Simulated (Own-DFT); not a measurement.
# Computed records: SiC (4H silicon carbide, atoms displaced), SiC (2H silicon carbide, atoms displaced)

Computed with Own-DFT development build. A calculation, not a measurement: plane-wave PBE density functional theory by an unreviewed code, no spin, of a simulated periodic cell, stress positive in tension, free energy of the whole cell less one offset for each atom, forces on such cells passed a denser k mesh, this cell's mesh not checked; offsets are fitted by least squares, one for each functional and potential file, so energies compare only between cells with the same atoms and settings and are not formation energies; the far tail of each file's local potential was reset to the Coulomb form; each entry is a single point on an unrelaxed cell, so the pressure reflects the starting lattice, mostly measured values (interpolated for alloys), from which strain is counted, and rises with the displacements; printed positions are rounded, which can move forces by about a meV/angstrom; the program, named Own-DFT, is a retired in-house code; no spin-orbit coupling.

Settings shared by all entries: functional PBE; potential files PseudoDojo norm-conserving, scalar-relativistic, standard set; wave cutoff 42 hartree; occupations Fermi-Dirac; smearing width 0.1 eV.

(1) SiC (4H silicon carbide, atoms displaced)

```
SiC
1.0
     12.3308     0.0000     0.0000
     -6.1654    10.6788     0.0000
      0.0000     0.0000    10.0681
Si C Si C Si C Si C Si C Si C Si C Si C Si C Si C Si C Si C Si C Si C Si C Si C Si C Si C Si C Si C Si C Si C Si C Si C Si C Si C Si C Si C Si C Si C Si C Si C
2 2 2 2 2 2 2 2 2 2 2 2 2 2 2 2 2 2 2 2 2 2 2 2 2 2 2 2 2 2 2 2 2 2 2 2 2 2 2 2 2 2 2 2 2 2 2 2 2 2 2 2 2 2 2 2 2 2 2 2 2 2 2 2
Direct
  0.00184 0.99870 0.40191
  0.08854 0.16736 0.15477
  0.99577 0.99702 0.09627
  0.08279 0.16637 0.34243
  0.00017 0.25047 0.40481
  0.08397 0.41612 0.15537
  0.99934 0.24868 0.09411
  0.08453 0.41526 0.34364
  0.99883 0.50093 0.40945
  0.08044 0.66503 0.15649
  0.00427 0.50033 0.09150
  0.08285 0.66208 0.34632
  0.99340 0.74355 0.40944
  0.08290 0.91842 0.15336
  0.00154 0.74735 0.08997
  0.07919 0.91510 0.34376
  0.24869 0.00134 0.40540
  0.32879 0.16434 0.15544
  0.24985 0.00137 0.09348
  0.33448 0.16679 0.34147
  0.24672 0.24730 0.40692
  0.33347 0.42120 0.15332
  0.24896 0.24830 0.09561
  0.33121 0.41374 0.34196
  0.24717 0.49492 0.40664
  0.33213 0.66739 0.15507
  0.24985 0.50132 0.09564
  0.33174 0.66534 0.34660
  0.25483 0.75155 0.40851
  0.33772 0.92031 0.15981
  0.24769 0.75008 0.09455
  0.33118 0.91717 0.34178
  0.49691 0.00007 0.41060
  0.58293 0.16365 0.16102
  0.49738 0.00128 0.09647
  0.58204 0.16964 0.34139
  0.50560 0.25183 0.40870
  0.58330 0.41556 0.15697
  0.49960 0.25275 0.09107
  0.58647 0.41648 0.34105
  0.49795 0.49811 0.40951
  0.58406 0.66688 0.15429
  0.49685 0.50110 0.08853
  0.58421 0.67045 0.33866
  0.50334 0.75071 0.40222
  0.58565 0.91663 0.15745
  0.50040 0.74671 0.08436
  0.58717 0.92134 0.34633
  0.74309 0.99871 0.40391
  0.83106 0.16254 0.15355
  0.75047 0.99584 0.09618
  0.83203 0.16822 0.34466
  0.74880 0.24908 0.40059
  0.83828 0.41728 0.15472
  0.74867 0.24424 0.09388
  0.83349 0.41794 0.34135
  0.74985 0.49739 0.40608
  0.83113 0.66068 0.15350
  0.74994 0.50139 0.09015
  0.83385 0.66678 0.34059
  0.75061 0.74975 0.40727
  0.83707 0.91702 0.15902
  0.74793 0.75371 0.09394
  0.83699 0.91815 0.34845
  0.00096 0.00358 0.90852
  0.92041 0.83639 0.65648
  0.99865 0.99854 0.58998
  0.91555 0.83405 0.84580
  0.00002 0.74902 0.90444
  0.91755 0.58321 0.65948
  0.99886 0.74667 0.59152
  0.91368 0.58001 0.84388
  0.00085 0.49966 0.90395
  0.91587 0.33560 0.65664
  0.00047 0.50429 0.59277
  0.91874 0.33520 0.84316
  0.99964 0.25324 0.90382
  0.91759 0.08655 0.65444
  0.00033 0.24669 0.59566
  0.91795 0.08340 0.84004
  0.75344 0.00148 0.90317
  0.66939 0.83194 0.65083
  0.74882 0.99814 0.58867
  0.66649 0.82623 0.84131
  0.74670 0.74311 0.90821
  0.66549 0.58834 0.65978
  0.75233 0.74960 0.59298
  0.66596 0.58390 0.84693
  0.74191 0.49547 0.90674
  0.66571 0.33158 0.66211
  0.75141 0.50108 0.59199
  0.66777 0.33237 0.84514
  0.74933 0.25339 0.90778
  0.67053 0.08331 0.65728
  0.75341 0.25016 0.59207
  0.66397 0.08119 0.84484
  0.49961 0.99739 0.90401
  0.41745 0.83898 0.65832
  0.50106 0.99616 0.59283
  0.41985 0.83783 0.84018
  0.49808 0.74682 0.90833
  0.41841 0.58249 0.65811
  0.49946 0.74734 0.59125
  0.41930 0.58398 0.84244
  0.50068 0.50155 0.90982
  0.41863 0.33722 0.65313
  0.50531 0.50464 0.59148
  0.41337 0.33096 0.84050
  0.49761 0.25471 0.90896
  0.41712 0.08017 0.66082
  0.49732 0.25072 0.59069
  0.41889 0.09115 0.84504
  0.25042 0.99790 0.90486
  0.16627 0.84017 0.65495
  0.25508 0.00473 0.59096
  0.16542 0.83588 0.84538
  0.25135 0.74831 0.90957
  0.16738 0.58209 0.65977
  0.25048 0.74879 0.59226
  0.16581 0.58208 0.83961
  0.24613 0.49822 0.90269
  0.16470 0.33231 0.66078
  0.25369 0.50191 0.59545
  0.16770 0.33593 0.84279
  0.25016 0.24941 0.90966
  0.16190 0.08139 0.65809
  0.25181 0.25158 0.59151
  0.16634 0.07756 0.84195
```

- hardware: one NVIDIA H200
- k mesh: 3 x 3 x 3 centred on Gamma
- free energy of cell above offsets: -19.045 eV
- pressure: 3.7 GPa
- stress xx: -2.66 GPa
- stress yy: -2.69 GPa
- stress zz: -5.74 GPa
- stress yz: -0.14 GPa
- stress xz: -0.15 GPa
- stress xy: -0.25 GPa
- wall time: 542.9 s

Force:
| element | x (eV/Å) | y (eV/Å) | z (eV/Å) |
| --- | --- | --- | --- |
| Si | -0.79 | 0.605 | 0.814 |
| Si | -1.893 | -0.513 | 0.499 |
| C | 1.165 | 1.323 | -0.833 |
| C | 0.049 | -0.149 | 0.066 |
| Si | -0.061 | -0.459 | 0.238 |
| Si | 0.024 | -0.28 | 0.359 |
| C | 0.305 | 0.024 | -0.52 |
| C | -0.951 | 0.12 | 0.283 |
| Si | 0.692 | -0.585 | -0.816 |
| Si | 0.695 | 0.196 | 0.487 |
| C | -0.592 | -0.196 | -0.096 |
| C | -0.365 | 1.252 | -0.354 |
| Si | 1.2 | 0.963 | -1.234 |
| Si | 0.466 | -1.156 | 0.497 |
| C | -1.026 | 0.417 | 0.551 |
| C | 1.306 | -0.536 | -0.204 |
| Si | -0.023 | -0.141 | -0.371 |
| Si | 1.252 | 0.716 | 0.259 |
| C | 0.223 | -0.444 | -0.217 |
| C | -0.099 | 0.212 | 0.615 |
| Si | 0.657 | 0.234 | -0.512 |
| Si | 0.387 | -1 | 0.623 |
| C | 0.223 | 1.063 | -0.761 |
| C | 0.334 | 0.392 | 0.326 |
| Si | 0.358 | 1.08 | 0.249 |
| Si | 0.297 | 0.145 | 0.481 |
| C | -0.315 | -0.139 | -1.164 |
| C | 0.89 | 0.111 | -0.88 |
| Si | -1.184 | -0.568 | -0.446 |
| Si | -1.405 | -0.938 | -0.899 |
| C | 0.556 | 0.33 | 0.137 |
| C | 0.555 | -0.013 | 1.179 |
| Si | 0.315 | 0.194 | -1.247 |
| Si | -0.804 | 0.98 | -1.741 |
| C | 1.535 | -0.468 | -0.747 |
| C | 0.928 | -1.084 | 1.312 |
| Si | -1.78 | -0.017 | -0.906 |
| Si | -0.484 | 0.343 | -0.517 |
| C | 0.231 | -0.764 | 0.997 |
| C | -0.934 | 0.186 | 0.849 |
| Si | 0.376 | 0.574 | -1.729 |
| Si | -0.245 | 0.029 | -0.281 |
| C | 1.086 | -0.238 | 1.725 |
| C | 0.648 | -1.108 | 0.815 |
| Si | -1.161 | -0.132 | 0.926 |
| Si | -0.642 | -0.352 | -0.575 |
| C | -0.947 | 0.764 | 2.957 |
| C | -1.997 | -1.458 | -0.989 |
| Si | 2.884 | 1.177 | 0.471 |
| Si | 0.638 | 0.269 | 0.695 |
| C | -0.133 | 0.632 | -0.811 |
| C | 0.452 | -0.578 | -0.55 |
| Si | 0.068 | 0.602 | 0.869 |
| Si | -0.768 | -0.406 | -0.263 |
| C | -0.469 | 1.164 | 0.018 |
| C | 0.445 | -0.394 | 0.259 |
| Si | -0.239 | 0.916 | -0.08 |
| Si | -0.284 | 2.087 | 0.127 |
| C | 0.278 | -1.447 | 0.444 |
| C | -0.519 | -0.882 | 0.39 |
| Si | 0.139 | 0.093 | -0.708 |
| Si | -1.212 | -0.622 | 0.509 |
| C | 1.476 | -1.225 | 0.047 |
| C | -1.238 | -0.328 | -0.685 |
| Si | 0.224 | -1.219 | -0.437 |
| Si | -0.394 | -0.868 | 0.126 |
| C | 0.098 | 0.637 | 0.349 |
| C | 0.27 | -0.219 | -0.05 |
| Si | -0.518 | 0.018 | -0.005 |
| Si | -0.708 | -0.028 | -0.58 |
| C | -0.278 | 0.982 | 1.086 |
| C | -0.08 | 0.251 | 0.486 |
| Si | -0.471 | 0.321 | 0.251 |
| Si | 0.818 | -0.088 | -0.569 |
| C | 0.795 | -1.047 | 0.75 |
| C | -0.882 | -0.269 | 0.136 |
| Si | 0.641 | -0.843 | 0.544 |
| Si | 0.126 | -1.672 | -0.45 |
| C | -0.726 | 1.594 | -0.597 |
| C | -0.212 | 0.779 | 0.638 |
| Si | -0.378 | -1.475 | 0.416 |
| Si | -0.93 | -0.113 | 0.817 |
| C | 0.291 | 0.444 | 0.927 |
| C | -0.695 | 1.221 | 0.117 |
| Si | 0.136 | 2.261 | -0.001 |
| Si | 1.713 | -0.774 | -0.703 |
| C | 0.085 | 0.296 | -0.033 |
| C | -0.11 | -1.227 | -0.471 |
| Si | 1.543 | 0.965 | -0.492 |
| Si | 0.005 | 0.451 | -1.915 |
| C | -0.457 | -0.262 | 1.022 |
| C | -1.287 | 0.079 | 0.378 |
| Si | 0.97 | -1.281 | -0.072 |
| Si | -0.406 | -0.174 | -0.425 |
| C | -1.132 | -0.218 | 0.089 |
| C | 0.815 | 0.825 | -0.018 |
| Si | -0.807 | 1.42 | 0.956 |
| Si | 0.849 | -2.471 | -1.134 |
| C | -0.472 | 1.883 | 0.576 |
| C | -0.306 | -1.477 | 1.349 |
| Si | 0.604 | 1.005 | -2.473 |
| Si | -0.331 | 0.703 | -0.736 |
| C | -0.015 | 0.765 | 0.19 |
| C | -0.948 | -0.611 | 0.572 |
| Si | -0.488 | -0.64 | -1.591 |
| Si | -0.162 | -0.679 | 0.09 |
| C | -0.689 | -0.746 | 0.76 |
| C | 0.039 | 1.328 | 0.588 |
| Si | 0.965 | -0.614 | -0.653 |
| Si | -0.286 | 1.25 | -1.012 |
| C | 1.276 | -0.325 | 1.234 |
| C | 0.63 | -1.681 | 0.275 |
| Si | 0.046 | 0.731 | 0.531 |
| Si | 1.098 | -1.414 | -0.207 |
| C | -0.936 | -0.559 | 0.548 |
| C | 1.096 | -0.984 | -0.587 |
| Si | -0.72 | 0.757 | -1.063 |
| Si | -0.04 | 0.683 | -1.958 |
| C | -0.466 | 0.865 | 1.089 |
| C | 0.013 | 0.436 | 1.528 |
| Si | 1.158 | 0.831 | 0.709 |
| Si | 0.825 | 0.393 | -1.581 |
| C | -0.647 | -1.003 | -0.027 |
| C | 0.065 | -1.096 | 0.998 |
| Si | -0.253 | -0.452 | -1.06 |
| Si | 1.06 | 0.727 | -1.002 |
| C | -0.645 | -0.249 | 0.858 |
| C | -0.952 | 1.303 | 0.982 |

(2) SiC (2H silicon carbide, atoms displaced)

```
SiC
1.0
      6.1654     0.0000     0.0000
     -3.0827     5.3394     0.0000
      0.0000     0.0000    10.0681
Si C Si C Si C Si C Si C Si C Si C Si C
2 2 2 2 2 2 2 2 2 2 2 2 2 2 2 2
Direct
  0.97621 0.95537 0.00446
  0.17081 0.30434 0.24804
  0.99514 0.98236 0.17276
  0.14197 0.30625 0.44305
  0.00817 0.00414 0.49855
  0.15431 0.29990 0.74730
  0.00133 0.99371 0.68761
  0.16878 0.35849 0.94662
  0.96675 0.49195 0.00597
  0.15099 0.82886 0.23448
  0.01685 0.49745 0.19261
  0.12875 0.82120 0.43671
  0.00029 0.51395 0.49701
  0.18664 0.86528 0.74359
  0.99672 0.48372 0.68841
  0.17861 0.85523 0.95228
  0.46054 0.96254 0.02541
  0.66842 0.34215 0.25173
  0.50002 0.99431 0.18746
  0.68657 0.33921 0.43899
  0.51483 0.99661 0.49019
  0.64689 0.32751 0.73004
  0.48614 0.98434 0.68808
  0.65255 0.31421 0.94985
  0.49345 0.50446 0.00865
  0.66414 0.85746 0.24622
  0.45856 0.49004 0.20597
  0.65142 0.82856 0.42531
  0.49287 0.52304 0.48767
  0.67981 0.84244 0.72991
  0.48169 0.51637 0.67936
  0.68668 0.84086 0.93690
```

- hardware: one NVIDIA H100
- k mesh: 5 x 5 x 3 centred on Gamma
- stress yy: ?
- pressure: ?
- stress zz: ?

**Q.** What stress yy does the calculation give for SiC (2H silicon carbide, atoms displaced) (entry 2)?
**A.** -9.53 GPa

**Q.** Estimate the pressure of SiC (2H silicon carbide, atoms displaced) (entry 2).
**A.** 11.44 GPa

**Q.** SiC (2H silicon carbide, atoms displaced) (entry 2): stress zz?
**A.** -10.16 GPa

Further results for SiC (2H silicon carbide, atoms displaced) (entry 2):

- free energy of cell above offsets: 5.893 eV
- stress xx: -14.62 GPa
- stress yz: -0.09 GPa
- stress xz: -1.63 GPa
- stress xy: -2.3 GPa
- wall time: 122.9 s

Force:
| element | x (eV/Å) | y (eV/Å) | z (eV/Å) |
| --- | --- | --- | --- |
| Si | 0.021 | 5.656 | -2.804 |
| Si | -6.632 | -1.815 | 2.045 |
| C | -2.165 | 0.631 | 4.719 |
| C | 0.731 | 4.142 | -2.344 |
| Si | -1.688 | -1.778 | 0.864 |
| Si | -1.73 | 6.026 | 2.919 |
| C | 0.11 | -0.63 | -2.192 |
| C | 0.049 | -2.427 | -1.486 |
| Si | 3.485 | 0.077 | -1.11 |
| Si | 1.907 | -1.55 | 3.633 |
| C | -2.218 | -1.11 | -0.413 |
| C | 3.89 | 2.032 | -2.254 |
| Si | 1.543 | -2.522 | 1.823 |
| Si | -0.777 | -6.088 | 3.368 |
| C | -1.188 | 1.328 | -0.459 |
| C | -1.595 | -3.865 | -3.833 |
| Si | 4.817 | 3.864 | -7.606 |
| Si | 0.274 | 0.224 | -0.12 |
| C | -2.663 | 2.285 | 4.996 |
| C | -3.358 | -1.163 | -0.688 |
| Si | -4.094 | 1.42 | 1.309 |
| Si | 1.299 | 1.532 | 2.633 |
| C | 2.668 | 2.729 | -2.845 |
| C | -2.449 | -0.316 | -1.056 |
| Si | 0.222 | -1.068 | -1.414 |
| Si | 2.685 | -3.737 | 0.133 |
| C | 7.981 | 4.718 | -3.19 |
| C | 2.045 | 1.925 | 1.039 |
| Si | 1.05 | -4.67 | 1.384 |
| Si | -2.107 | -1.717 | 4.664 |
| C | 2.011 | -1.789 | -0.834 |
| C | -4.122 | -2.343 | -0.881 |
